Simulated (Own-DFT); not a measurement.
Simulation results for GaP (zincblende, strained, atoms displaced)

Computed with Own-DFT development build. A calculation, not a measurement: plane-wave PBE density functional theory by an unreviewed code, no spin, of a simulated periodic cell, stress positive in tension, free energy of the whole cell less one offset for each atom, forces on such cells passed a denser k mesh, this cell's mesh not checked; offsets are fitted by least squares, one for each functional and potential file, so energies compare only between cells with the same atoms and settings and are not formation energies; the far tail of each file's local potential was reset to the Coulomb form; each entry is a single point on an unrelaxed cell, so the pressure reflects the starting lattice, mostly measured values (interpolated for alloys), from which strain is counted, and rises with the displacements; printed positions are rounded, which can move forces by about a meV/angstrom; the program, named Own-DFT, is a retired in-house code; no spin-orbit coupling.

### GaP (zincblende, strained, atoms displaced)

```
cell vectors (Å)
  10.8620     0.0000     0.0000
   0.0000    10.8620     0.0000
   0.0000     0.0000    10.9361
atoms (fractions of the cell vectors)
Ga  0.00583  0.00636  0.99706
Ga  0.99816  0.25352  0.24304
Ga  0.24062  0.99825  0.25108
Ga  0.25353  0.24635  0.00207
P   0.12566  0.12748  0.12301
P   0.12600  0.36313  0.37184
P   0.38277  0.13135  0.37088
P   0.37532  0.37974  0.12744
Ga  0.00060  0.00297  0.49652
Ga  0.00608  0.24557  0.75362
Ga  0.24690  0.00621  0.74045
Ga  0.25325  0.24810  0.49824
P   0.13187  0.12087  0.62208
P   0.12106  0.37639  0.87096
P   0.36682  0.11813  0.87762
P   0.37694  0.37044  0.63136
Ga  0.00700  0.49567  0.00587
Ga  0.99861  0.75010  0.25940
Ga  0.24595  0.49994  0.25569
Ga  0.24092  0.74640  0.00309
P   0.12724  0.62435  0.12352
P   0.12856  0.87646  0.38119
P   0.37672  0.62242  0.37679
P   0.37268  0.87114  0.12317
Ga  0.00053  0.49412  0.49753
Ga  0.00250  0.75398  0.75126
Ga  0.25206  0.49224  0.74532
Ga  0.24505  0.75145  0.49669
P   0.11961  0.63060  0.62983
P   0.12741  0.86792  0.87846
P   0.37516  0.62595  0.87796
P   0.37601  0.87486  0.62509
Ga  0.50108  0.99832  0.00125
Ga  0.49948  0.24554  0.25628
Ga  0.75501  0.00394  0.24964
Ga  0.75041  0.25708  0.00321
P   0.62844  0.13040  0.12625
P   0.62082  0.37981  0.37593
P   0.86990  0.12441  0.37047
P   0.87456  0.37300  0.12402
Ga  0.50584  0.00672  0.50403
Ga  0.51082  0.24949  0.74423
Ga  0.75352  0.99229  0.74388
Ga  0.75674  0.25247  0.49440
P   0.62214  0.12749  0.62991
P   0.62548  0.38027  0.87967
P   0.86697  0.12989  0.86932
P   0.87695  0.37744  0.62360
Ga  0.50319  0.51120  0.99399
Ga  0.50032  0.75066  0.24507
Ga  0.75104  0.50505  0.24791
Ga  0.75312  0.74210  0.99234
P   0.62937  0.62462  0.11961
P   0.62121  0.87828  0.38442
P   0.87857  0.61720  0.37732
P   0.87975  0.87337  0.12503
Ga  0.49438  0.50256  0.49948
Ga  0.49894  0.74876  0.75113
Ga  0.75270  0.50282  0.75494
Ga  0.74264  0.74870  0.48867
P   0.62500  0.62570  0.62194
P   0.62185  0.87299  0.87532
P   0.87013  0.62284  0.87304
P   0.87475  0.87510  0.62957
```

Settings of this run: functional PBE, potential files PseudoDojo norm-conserving, scalar-relativistic, standard set, wave cutoff 42 hartree, occupations Fermi-Dirac, smearing width 0.1 eV and k mesh 3 x 3 x 3 centred on Gamma.

The calculation gives: free energy of cell above offsets -33.256 eV; pressure 3.6 GPa; stress xx -3.73 GPa; stress yy -3.8 GPa; stress zz -3.27 GPa; stress yz -0.22 GPa; stress xz -0.18 GPa; stress xy 0.51 GPa.

Force:
| element | x (eV/Å) | y (eV/Å) | z (eV/Å) |
| --- | --- | --- | --- |
| Ga | -0.812 | -0.501 | -0.292 |
| Ga | -0.066 | -0.846 | 0.4 |
| Ga | 1.247 | 0.347 | -0.265 |
| Ga | 0.004 | 1.022 | -0.181 |
| P | -0.16 | -0.055 | 0.375 |
| P | -0.23 | 0.999 | 0.422 |
| P | -1.511 | -1.837 | 1.025 |
| P | 0.343 | -0.222 | -0.272 |
| Ga | -0.517 | -0.111 | 0.506 |
| Ga | -0.628 | 0.123 | -0.839 |
| Ga | 0.865 | -1.744 | 1.331 |
| Ga | 0.462 | -0.008 | 0.204 |
| P | -1.388 | 1.118 | -0.636 |
| P | 0.876 | -0.368 | 0.694 |
| P | 1.201 | 0.577 | -0.567 |
| P | 0.104 | 0.079 | -1.12 |
| Ga | -0.815 | 0.355 | -0.674 |
| Ga | 0.255 | -0.01 | -0.715 |
| Ga | 0.426 | -0.201 | -0.396 |
| Ga | 1.36 | 0.115 | -0.317 |
| P | -0.748 | -0.184 | 1.336 |
| P | -0.918 | 0.059 | -0.672 |
| P | -0.706 | 0.738 | -0.486 |
| P | -0.306 | 0.428 | 0.294 |
| Ga | 0.69 | 0.051 | 0.473 |
| Ga | -0.76 | -0.223 | 0.55 |
| Ga | -0.349 | 1.111 | 0.634 |
| Ga | 0.99 | -0.579 | 0.984 |
| P | 0.777 | -1.063 | -0.95 |
| P | -0.234 | 1.408 | -0.7 |
| P | -0.858 | 0.095 | -0.748 |
| P | -0.139 | 0.179 | -0.315 |
| Ga | -0.116 | 0.248 | 0.084 |
| Ga | 0.815 | 1.607 | -1.455 |
| Ga | -0.888 | -1.134 | -0.523 |
| Ga | -0.272 | -0.544 | -0.586 |
| P | -0.376 | -0.533 | -0.087 |
| P | 0.576 | -0.239 | -0.164 |
| P | 1.335 | 0.475 | 0.387 |
| P | 0.109 | 0.908 | 0.251 |
| Ga | -1.094 | -0.195 | 0.096 |
| Ga | -1.272 | 0.436 | 1.965 |
| Ga | -1.066 | 0.845 | 0.988 |
| Ga | -0.919 | 0.316 | 0.63 |
| P | 1.884 | -0.546 | -1.065 |
| P | -0.032 | -0.394 | -0.618 |
| P | 0.578 | -0.552 | 0.539 |
| P | 0.03 | -0.618 | 0.552 |
| Ga | -0.494 | -1.037 | 0.808 |
| Ga | 0.168 | -0.084 | 0.492 |
| Ga | -0.237 | -0.639 | 0.107 |
| Ga | -0.287 | 1.291 | 0.713 |
| P | -0.143 | 0.484 | 0.652 |
| P | 0.156 | 0.245 | -1.903 |
| P | -0.437 | 0.786 | -0.239 |
| P | -0.265 | 0.108 | -0.2 |
| Ga | 0.443 | -0.475 | 0.743 |
| Ga | -0.043 | 0.012 | -0.263 |
| Ga | -0.649 | -0.547 | -1.076 |
| Ga | 1.016 | -0.347 | 1.195 |
| P | -0.045 | -0.197 | 0.384 |
| P | 0.633 | 0.11 | -0.06 |
| P | 1.944 | -0.023 | 0.256 |
| P | 0.492 | -0.621 | -1.684 |
